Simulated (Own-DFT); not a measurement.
# Strain and stress in wurtzite AlN, 128 atoms (Al64N64)

The numbers are computed, not measured, by runs of the plane-wave DFT program Own-DFT (in-house, retired, unreviewed) at fixed positions, with no spin and no spin-orbit coupling.

All runs used: PBE; PseudoDojo norm-conserving scalar-relativistic files; cutoff 42 hartree; 3 x 3 x 3 k mesh centred on Gamma; Gaussian smearing of 0.01 eV.

Limits: k mesh not checked against a denser one; stress not checked against mesh or cutoff.

Unstrained cell vectors in Å: (12.448, 0.000, 0.000); (-6.224, 10.780, 0.000); (0.000, 0.000, 9.964). The unstrained cell has measured lattice constants (interpolated for alloys), not those of this functional. That, the random moves and any unrelaxed bonds set the pressure at no strain. In each run the cell takes a homogeneous strain; fractional positions stay. Each atom got a random Gaussian move of width 0.05 Å along each axis. Stress is counted positive in tension, P = -(s_xx + s_yy + s_zz)/3, and strain components are those of the symmetric tensor.

| run | e_xx (%) | e_yy (%) | e_zz (%) | e_yz (%) | e_xz (%) | e_xy (%) | s_xx (GPa) | s_yy (GPa) | s_zz (GPa) | s_yz (GPa) | s_xz (GPa) | s_xy (GPa) | P (GPa) | E (meV/atom) |
|---|---|---|---|---|---|---|---|---|---|---|---|---|---|---|
| 1 | -1.56 | -0.61 | -0.73 | 1.12 | 0.95 | 1.20 | -13.42 | -11.12 | -10.93 | 3.38 | 2.43 | 4.64 | 11.82 | 13.4 |
| 2 | 1.49 | 0.95 | 0.35 | -0.13 | 0.26 | 1.24 | 2.20 | 0.19 | -2.74 | -0.23 | 0.50 | 3.32 | 0.12 | 0.0 |
| 3 | -0.45 | 2.00 | 0.68 | -1.10 | 1.94 | 1.99 | -7.81 | 4.02 | -1.64 | -2.42 | 4.74 | 7.56 | 1.81 | 20.3 |
| 4 | 0.35 | -0.98 | -0.92 | -1.71 | -0.55 | 1.90 | -6.62 | -9.77 | -10.85 | -4.33 | -1.75 | 6.31 | 9.08 | 22.4 |
| 5 | -1.95 | 1.90 | 0.53 | -0.37 | -1.72 | 0.07 | -13.57 | 0.77 | -2.67 | -0.67 | -4.13 | 0.00 | 5.16 | 19.2 |
| 6 | 1.51 | 1.38 | -1.33 | 1.15 | -1.32 | -0.89 | -0.03 | 1.96 | -9.29 | 2.68 | -2.78 | -3.33 | 2.45 | 10.6 |
| 7 | -0.17 | 1.06 | 0.49 | -1.68 | -1.88 | -1.52 | -4.48 | -3.01 | -3.05 | -4.48 | -4.69 | -4.75 | 3.51 | 33.2 |
| 8 | -1.36 | -1.57 | 0.42 | -1.01 | -1.65 | 0.40 | -13.54 | -15.46 | -6.00 | -2.81 | -4.07 | 0.03 | 11.67 | 29.7 |
| 9 | -0.41 | 0.11 | -0.76 | 0.36 | 0.62 | 1.20 | -8.64 | -6.86 | -10.33 | 0.56 | 1.60 | 5.43 | 8.61 | 28.6 |
| 10 | -0.64 | 0.22 | 1.08 | 0.58 | 1.44 | -1.76 | -6.99 | -4.99 | -1.97 | 1.75 | 4.49 | -5.36 | 4.65 | 11.9 |
| 11 | 1.61 | -0.80 | 1.64 | -0.22 | 0.85 | -1.79 | 1.86 | -7.15 | 1.66 | -0.24 | 2.18 | -5.53 | 1.21 | 14.0 |
| 12 | 0.41 | 1.51 | -0.45 | -0.86 | 1.33 | 1.50 | -2.30 | 0.56 | -6.79 | -1.68 | 2.31 | 5.75 | 2.84 | 18.2 |
| 13 | 0.44 | 0.58 | 0.35 | -0.04 | 1.37 | -1.57 | -3.52 | -2.28 | -3.26 | -0.37 | 3.64 | -4.15 | 3.02 | 9.2 |
| 14 | -0.46 | -1.15 | -0.49 | -1.24 | -0.08 | -1.76 | -9.13 | -12.52 | -9.93 | -3.56 | -0.15 | -6.45 | 10.53 | 21.3 |
| 15 | -0.70 | 0.32 | 0.13 | 0.56 | -0.83 | 1.83 | -10.02 | -5.38 | -5.37 | 1.70 | -2.55 | 7.58 | 6.92 | 21.0 |
| 16 | 0.09 | -0.06 | -1.09 | -0.90 | 1.05 | 1.82 | ? | ? | ? | ? | ? | ? | ? | ? |

E is the free energy per atom, counted from the lowest run shown.

## Worked fit

Regress every stress component on the fractional strains (shears doubled) of the visible runs, with a constant. Shear strains stay in the fit of a normal stress only where such slopes are resolved. The slopes, in GPa:

| stress | at no strain | per e_xx | per e_yy | per e_zz | scatter |
|---|---|---|---|---|---|
| s_xx | -6.1 | 458 ± 24 | 67 ± 23 | 86 ± 32 | 0.97 |
| s_yy | -6.1 | 127 ± 19 | 469 ± 19 | 41 ± 26 | 0.79 |
| s_zz | -6.1 | 64 ± 11 | 94 ± 10 | 451 ± 14 | 0.43 |

The slope of each shear stress on twice its own strain, from a fit on all six strains: yz 131 ± 4, xz 124 ± 4, xy 169 ± 9 GPa. These are stiffnesses along x, y and z of the frame in which the cell vectors are given, with the crystal's c axis along z: C11, C12, C13 and C33. Hexagonal symmetry asks that xx and yy behave alike, which is a second check on the noise. These are clamped-ion slopes: internal relaxation, where symmetry allows it, would soften some. The table should be nearly symmetric about its diagonal, and what it lacks of that shows the noise. A ninth of the table's sum, 206 ± 4 GPa, estimates the bulk modulus near the mean pressure of these runs, 5.6 GPa, so it lies above the value at zero pressure.

## Test on the hidden row

Asked: what normal stresses and pressure should run 16 give?

Estimate: s_xx = -6.6, s_yy = -6.7, s_zz = -11.0 and P = 8.1 GPa. DFT gave -6.13, -8.58, -9.99 and P = 8.24 GPa.
